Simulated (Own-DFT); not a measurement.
Simulation results for GaP (zincblende, atoms displaced)

All values are calculated (Own-DFT development build). A calculation, not a measurement: plane-wave PBE density functional theory by an unreviewed code, no spin, of a simulated periodic cell, stress positive in tension, free energy of the whole cell less one offset for each atom, forces on such cells passed a denser k mesh, this cell's mesh not checked; offsets are fitted by least squares, one for each functional and potential file, so energies compare only between cells with the same atoms and settings and are not formation energies; the far tail of each file's local potential was reset to the Coulomb form; each entry is a single point on an unrelaxed cell, so the pressure reflects the starting lattice, mostly measured values (interpolated for alloys), from which strain is counted, and rises with the displacements; printed positions are rounded, which can move forces by about a meV/angstrom; the program, named Own-DFT, is a retired in-house code; no spin-orbit coupling.

Common to all runs: functional PBE; potential files PseudoDojo norm-conserving, scalar-relativistic, standard set; wave cutoff 42 hartree; occupations Fermi-Dirac; smearing width 0.1 eV; hardware one NVIDIA H200; k mesh 2 x 3 x 3 centred on Gamma.

(1) GaP (zincblende, atoms displaced)

```
cell vectors (Å)
  16.3515     0.0000     0.0000
   0.0000    10.9010     0.0000
   0.0000     0.0000    10.9010
atoms (fractions of the cell vectors)
Ga  0.01168  0.01414  0.02098
Ga  0.99634  0.25069  0.24362
Ga  0.16098  0.99299  0.24872
Ga  0.16678  0.27167  0.99643
P   0.08751  0.10017  0.12659
P   0.08071  0.39021  0.37618
P   0.25529  0.11694  0.37800
P   0.25415  0.37196  0.12485
Ga  0.00470  0.98580  0.49842
Ga  0.99908  0.24363  0.75284
Ga  0.16293  0.00194  0.76111
Ga  0.16550  0.23009  0.49330
P   0.08723  0.12213  0.62852
P   0.08575  0.36358  0.86479
P   0.25302  0.10624  0.86957
P   0.24754  0.35239  0.62527
Ga  0.99267  0.50519  0.98225
Ga  0.00376  0.74776  0.24530
Ga  0.17217  0.50175  0.25068
Ga  0.17419  0.75928  0.99273
P   0.06714  0.61086  0.12936
P   0.08273  0.86807  0.37422
P   0.23702  0.62857  0.37204
P   0.25406  0.87618  0.12545
Ga  0.00562  0.50716  0.49278
Ga  0.00288  0.74449  0.73898
Ga  0.16872  0.50512  0.74758
Ga  0.16722  0.75710  0.51555
P   0.08344  0.63342  0.64304
P   0.07271  0.88450  0.87575
P   0.25192  0.61489  0.88044
P   0.25022  0.88615  0.60775
Ga  0.33807  0.00405  0.99650
Ga  0.33244  0.23536  0.25914
Ga  0.49784  0.00117  0.23402
Ga  0.49943  0.25563  0.00565
P   0.41530  0.13880  0.12120
P   0.42225  0.39121  0.39340
P   0.58629  0.11910  0.38346
P   0.59094  0.37439  0.13150
Ga  0.34187  0.98940  0.50975
Ga  0.33935  0.24949  0.74793
Ga  0.49946  0.99499  0.75383
Ga  0.50588  0.25729  0.51652
P   0.41189  0.11138  0.61756
P   0.41239  0.38017  0.86638
P   0.58933  0.12636  0.87638
P   0.59025  0.38757  0.60761
Ga  0.34031  0.50061  0.00827
Ga  0.32755  0.75031  0.23768
Ga  0.49870  0.49763  0.23165
Ga  0.49779  0.75824  0.99635
P   0.41981  0.62616  0.11736
P   0.41887  0.88942  0.35376
P   0.58078  0.60344  0.37688
P   0.58399  0.86396  0.12812
Ga  0.33421  0.49706  0.52043
Ga  0.32652  0.74280  0.75522
Ga  0.49910  0.49494  0.75231
Ga  0.49587  0.74643  0.51288
P   0.41004  0.62372  0.62934
P   0.43131  0.87064  0.87243
P   0.57678  0.62600  0.87237
P   0.58008  0.87883  0.62968
Ga  0.66646  0.99564  0.99669
Ga  0.65479  0.23981  0.27213
Ga  0.82979  0.99262  0.25466
Ga  0.83422  0.24544  0.00429
P   0.75385  0.12619  0.10337
P   0.74203  0.37963  0.36655
P   0.92588  0.12115  0.36851
P   0.91423  0.37668  0.11754
Ga  0.67497  0.00830  0.51362
Ga  0.67056  0.25060  0.75409
Ga  0.82999  0.97979  0.72188
Ga  0.82992  0.24479  0.49609
P   0.74038  0.13173  0.63335
P   0.74624  0.37391  0.87023
P   0.91746  0.11899  0.88702
P   0.91969  0.38377  0.63170
Ga  0.66659  0.49707  0.01089
Ga  0.65409  0.73802  0.25584
Ga  0.82745  0.49763  0.24562
Ga  0.82850  0.75854  0.99718
P   0.74533  0.63675  0.12614
P   0.74508  0.87805  0.38341
P   0.91212  0.62411  0.36493
P   0.92204  0.85880  0.14834
Ga  0.66500  0.50013  0.50396
Ga  0.67377  0.73142  0.75916
Ga  0.82718  0.50032  0.73082
Ga  0.84180  0.75482  0.48942
P   0.75192  0.62239  0.62825
P   0.75144  0.86180  0.88130
P   0.90916  0.62631  0.86739
P   0.92120  0.87752  0.63339
```

| Quantity | Value |
| --- | --- |
| free energy of cell above offsets | -37.807 eV |
| pressure | 4.96 GPa |
| stress xx | -5.24 GPa |
| stress yy | -4.89 GPa |
| stress zz | -4.76 GPa |
| stress yz | -0.07 GPa |
| stress xz | -0.31 GPa |
| stress xy | -0.49 GPa |
| wall time | 961 s |

Force:
```tsv
element	x (eV/Å)	y (eV/Å)	z (eV/Å)
Ga	-5.85	-4.154	-4.215
Ga	0.97	0.473	-0.074
Ga	2.188	-0.786	1.569
Ga	0.756	-2.586	0.472
P	3.359	6.918	2.825
P	1.456	-2.737	-1.028
P	-1.052	-1.258	-0.027
P	0.287	0.227	0.812
Ga	-0.175	1.553	0.292
Ga	-0.72	-0.451	-0.251
Ga	-0.16	-0.873	-1.137
Ga	-0.342	1.502	-0.292
P	-1.104	-0.464	-0.402
P	-0.844	2.122	0.06
P	0.409	2.702	0.73
P	-0.191	1.773	-0.094
Ga	0.483	-0.933	0.3
Ga	0.751	-1.529	1.93
Ga	-1.548	-0.657	-1.167
Ga	-1.72	-0.477	0.209
P	2.767	0.054	-1.156
P	0.553	-0.65	0.375
P	2.346	0.709	1.384
P	-0.764	0.964	-1.017
Ga	-1.635	0.874	1.403
Ga	-2.275	1.733	3.336
Ga	0.349	-1.627	0.19
Ga	-0.799	-0.94	-1.479
P	1.812	-1.87	-3.149
P	1.038	-1.252	0.116
P	-0.277	0.494	0.28
P	-0.463	-1.01	3.362
Ga	0.498	-0.896	0.111
Ga	0.629	2.157	0.254
Ga	1.222	0.977	0.036
Ga	0.923	0.589	-1.096
P	0.195	-1.097	0.102
P	-0.425	-1.503	-1.726
P	-2.195	-1.384	0.938
P	-1.255	-1.076	-0.093
Ga	-0.378	-0.345	-3.378
Ga	-0.966	-1.467	-0.039
Ga	0.879	1.743	-0.72
Ga	-1.068	-1.271	-1.516
P	2.614	2.631	2.259
P	0.856	-0.781	1.216
P	-1.694	-0.035	-0.126
P	-1.715	-2.37	4.511
Ga	-0.841	-0.609	-0.713
Ga	0.944	-0.877	1.733
Ga	0.04	-0.392	1.587
Ga	1.509	-1.606	1.067
P	-0.277	0.9	0.639
P	-1.005	-2.306	1.913
P	-1.086	1.866	0.008
P	-0.18	1.353	-0.682
Ga	-1.771	-0.548	-1.541
Ga	0.552	1.243	-0.451
Ga	0.56	0.564	-1.033
Ga	0.456	0.401	-1.617
P	0.835	0.615	0.928
P	-4.011	0.669	-0.228
P	0.717	-0.81	0.929
P	1.486	-0.942	-0.218
Ga	0.277	-0.375	0.281
Ga	2.197	1.254	-2.486
Ga	0.435	0.634	-0.68
Ga	0.685	1.458	-1.781
P	-1.812	-1.619	3.356
P	0.841	-0.809	0.994
P	-1.608	-0.372	1.122
P	0.065	0.161	0.187
Ga	-1.954	-1.651	-1.087
Ga	-1.795	1.23	0.289
Ga	-1.956	2.276	3.315
Ga	0.742	0.717	-0.162
P	3.135	-0.421	-0.428
P	1.243	0.865	1
P	0.106	-0.479	-1.068
P	0.313	-1.191	-1.349
Ga	0.28	0.813	-1.487
Ga	0.979	0.259	0.953
Ga	0.109	0.251	-0.489
Ga	2.609	-1.567	2.126
P	0.404	-0.77	-0.017
P	-0.023	-0.622	-0.353
P	0.953	-0.331	0.663
P	-2.433	2.868	-3.229
Ga	2.719	1.786	-1.779
Ga	-1.238	1.048	-0.213
Ga	1.04	-1.206	2.519
Ga	-0.86	0.022	0.811
P	-0.798	1.494	-2.586
P	-1.343	2.326	-2.435
P	-0.183	0.455	-0.54
P	1.215	-1.74	-2.658
```

(2) GaP (zincblende, atoms displaced)

```
cell vectors (Å)
  16.3515     0.0000     0.0000
   0.0000    10.9010     0.0000
   0.0000     0.0000    10.9010
atoms (fractions of the cell vectors)
Ga  0.00216  0.98969  0.01619
Ga  0.00667  0.24711  0.25034
Ga  0.17324  0.01341  0.24456
Ga  0.16281  0.25560  0.01168
P   0.07874  0.11523  0.13460
P   0.08291  0.37850  0.37547
P   0.24496  0.13906  0.38118
P   0.26251  0.37295  0.13200
Ga  0.99796  0.00065  0.49428
Ga  0.99539  0.24565  0.75017
Ga  0.17208  0.00063  0.73249
Ga  0.16191  0.25595  0.52509
P   0.08914  0.11696  0.62426
P   0.08888  0.37230  0.86781
P   0.25184  0.11542  0.88360
P   0.25785  0.36364  0.63176
Ga  0.00154  0.50267  0.99287
Ga  0.00157  0.75500  0.26215
Ga  0.17135  0.49664  0.24987
Ga  0.16272  0.73046  0.98007
P   0.08673  0.62948  0.09589
P   0.08796  0.85645  0.36792
P   0.24844  0.61748  0.39488
P   0.24996  0.87392  0.12693
Ga  0.00146  0.50030  0.50329
Ga  0.99311  0.76286  0.74750
Ga  0.18603  0.50529  0.75303
Ga  0.16667  0.74288  0.49483
P   0.07686  0.61602  0.63244
P   0.09144  0.86626  0.87918
P   0.24250  0.63059  0.87668
P   0.26270  0.88127  0.62885
Ga  0.33484  0.01193  0.00115
Ga  0.33707  0.25729  0.25053
Ga  0.50225  0.99760  0.24843
Ga  0.49984  0.24052  0.99895
P   0.40454  0.11477  0.14160
P   0.42045  0.37845  0.37111
P   0.59434  0.11697  0.37644
P   0.58524  0.37559  0.12932
Ga  0.33775  0.00231  0.50126
Ga  0.33774  0.25519  0.75729
Ga  0.49224  0.01298  0.73113
Ga  0.50352  0.23801  0.49090
P   0.41467  0.13144  0.63455
P   0.41045  0.35204  0.87629
P   0.58418  0.13453  0.87739
P   0.58052  0.36956  0.62273
Ga  0.33080  0.49503  0.02227
Ga  0.33498  0.74908  0.24144
Ga  0.49790  0.48984  0.24688
Ga  0.49375  0.74635  0.01356
P   0.42189  0.62593  0.12595
P   0.41435  0.88676  0.37285
P   0.59162  0.62125  0.36024
P   0.58799  0.87853  0.11812
Ga  0.33067  0.50438  0.51997
Ga  0.33374  0.74345  0.74748
Ga  0.49931  0.49402  0.74773
Ga  0.49784  0.75581  0.49821
P   0.41939  0.62952  0.62482
P   0.42274  0.87242  0.87366
P   0.58091  0.61841  0.87543
P   0.58291  0.86128  0.64219
Ga  0.66917  0.00398  0.99523
Ga  0.66317  0.23939  0.23894
Ga  0.83126  0.00561  0.25669
Ga  0.84231  0.23797  0.00123
P   0.76184  0.11988  0.12816
P   0.75087  0.37334  0.37677
P   0.91515  0.11280  0.36419
P   0.92766  0.37020  0.12902
Ga  0.66615  0.99600  0.50087
Ga  0.67716  0.24428  0.75550
Ga  0.83556  0.99487  0.74665
Ga  0.83529  0.25277  0.49127
P   0.74859  0.11368  0.62218
P   0.74900  0.37231  0.88774
P   0.91353  0.11531  0.86544
P   0.92807  0.37321  0.63291
Ga  0.67022  0.50033  0.99741
Ga  0.65840  0.73849  0.24363
Ga  0.83164  0.49603  0.24819
Ga  0.82354  0.75713  0.00988
P   0.74555  0.62522  0.13147
P   0.74916  0.85836  0.38364
P   0.91425  0.62000  0.37356
P   0.92369  0.86787  0.12164
Ga  0.66176  0.49428  0.51336
Ga  0.66664  0.72261  0.75096
Ga  0.82518  0.50086  0.75454
Ga  0.82877  0.75153  0.50150
P   0.75209  0.62336  0.61051
P   0.74297  0.88640  0.87162
P   0.90720  0.63366  0.87411
P   0.90719  0.86953  0.62129
```

| Property | Result |
| --- | --- |
| free energy of cell above offsets | -40.451 eV |
| pressure | 4.6 GPa |
| stress xx | -4.65 GPa |
| stress yy | -4.67 GPa |
| stress zz | -4.49 GPa |
| stress yz | 0.63 GPa |
| stress xz | -0.44 GPa |
| stress xy | 0.04 GPa |
| wall time | 942.5 s |

Force:
```tsv
element	x (eV/Å)	y (eV/Å)	z (eV/Å)
Ga	0.53	0.415	-2.537
Ga	-0.656	-0.008	1.002
Ga	0.137	-1.464	1.026
Ga	0.448	-0.721	-0.562
P	1.025	1.112	-0.928
P	0.51	-0.486	0.505
P	0.752	-0.161	0.376
P	-3.494	-0.706	0.459
Ga	0.518	-1.13	0.033
Ga	1.735	-0.912	0.769
Ga	0.489	-0.97	2.405
Ga	0.317	0.473	-2.258
P	-2.492	0.256	0.1
P	-0.24	0.191	0.212
P	-1.456	1.849	-1.412
P	-0.58	1.069	-0.003
Ga	-0.551	-0.441	-0.785
Ga	-1.116	-1.933	-1.97
Ga	-0.376	0.638	-0.308
Ga	0.244	3.677	1.961
P	-1.484	-1.748	4.495
P	0.945	3.163	1.137
P	1.028	-0.129	-2.389
P	-0.279	-0.254	-1.168
Ga	-0.427	0.007	-0.718
Ga	0.775	-1.044	0.766
Ga	-2.729	-1.748	-1.42
Ga	-0.525	0.528	2.157
P	1.6	1.205	0.368
P	-1.617	2.238	-1.779
P	5.235	-1.51	-0.645
P	-1.336	-1.199	-1.016
Ga	0.332	-2.767	-0.079
Ga	0.071	-0.929	1.823
Ga	0.39	0.157	0.086
Ga	-0.571	0.384	1.5
P	2.5	0.836	-0.662
P	-0.802	-0.539	1.722
P	-1.685	0.176	-0.849
P	-0.377	-0.512	-1.298
Ga	-0.706	1.172	-0.316
Ga	-2.473	-2.791	-0.7
Ga	2.712	-2.637	2.827
Ga	-0.272	0.644	0.223
P	-0.928	1.239	-2.918
P	2.47	4.119	2.523
P	0.107	-1.352	-0.905
P	0.231	-0.812	0.756
Ga	1.456	1.633	-3.145
Ga	-0.554	0.198	1.425
Ga	1.152	1.136	0.21
Ga	1.917	1.664	-2.205
P	-1.383	-1.532	1.081
P	0.631	-1.495	-0.177
P	-2.922	-1.602	2.813
P	-0.708	-0.413	0.499
Ga	0.951	-0.717	-1.071
Ga	0.396	0.676	1.137
Ga	-0.502	-0.413	0.492
Ga	0.871	0.007	-0.674
P	0.077	-0.737	0.306
P	-0.864	0.561	0.174
P	-0.495	-0.403	0.947
P	-0.249	1.218	-1.445
Ga	-0.382	0.904	0.536
Ga	1.399	0.581	0.609
Ga	-0.225	-3.282	-0.304
Ga	0.122	1.114	0.076
P	-2.172	0.576	-0.972
P	-1.005	-0.015	-0.457
P	1.406	2.246	1.596
P	-1.176	0.54	-0.826
Ga	0.167	-1.924	0.91
Ga	-0.9	0.361	-0.503
Ga	-1.256	-0.086	-0.091
Ga	0.578	-0.649	1.028
P	0.935	1.207	0.06
P	1.22	-0.637	-0.719
P	1.419	-0.009	1.284
P	-2.606	0.572	-1.163
Ga	-0.973	0.242	0.683
Ga	1.471	2.473	-0.495
Ga	0.388	-0.262	-0.036
Ga	0.416	0.096	-0.843
P	0.844	-0.508	-0.834
P	-1.223	1.911	-2.128
P	0.233	0.384	0.392
P	-2.06	-0.343	1.644
Ga	0.536	0.279	-1.796
Ga	0.569	1.571	0.077
Ga	0.965	-0.221	-0.245
Ga	1.462	-1.078	-0.687
P	-0.687	-1.074	1.706
P	0.908	-2.092	-0.509
P	0.319	-0.267	0.309
P	1.604	0.962	-0.273
```
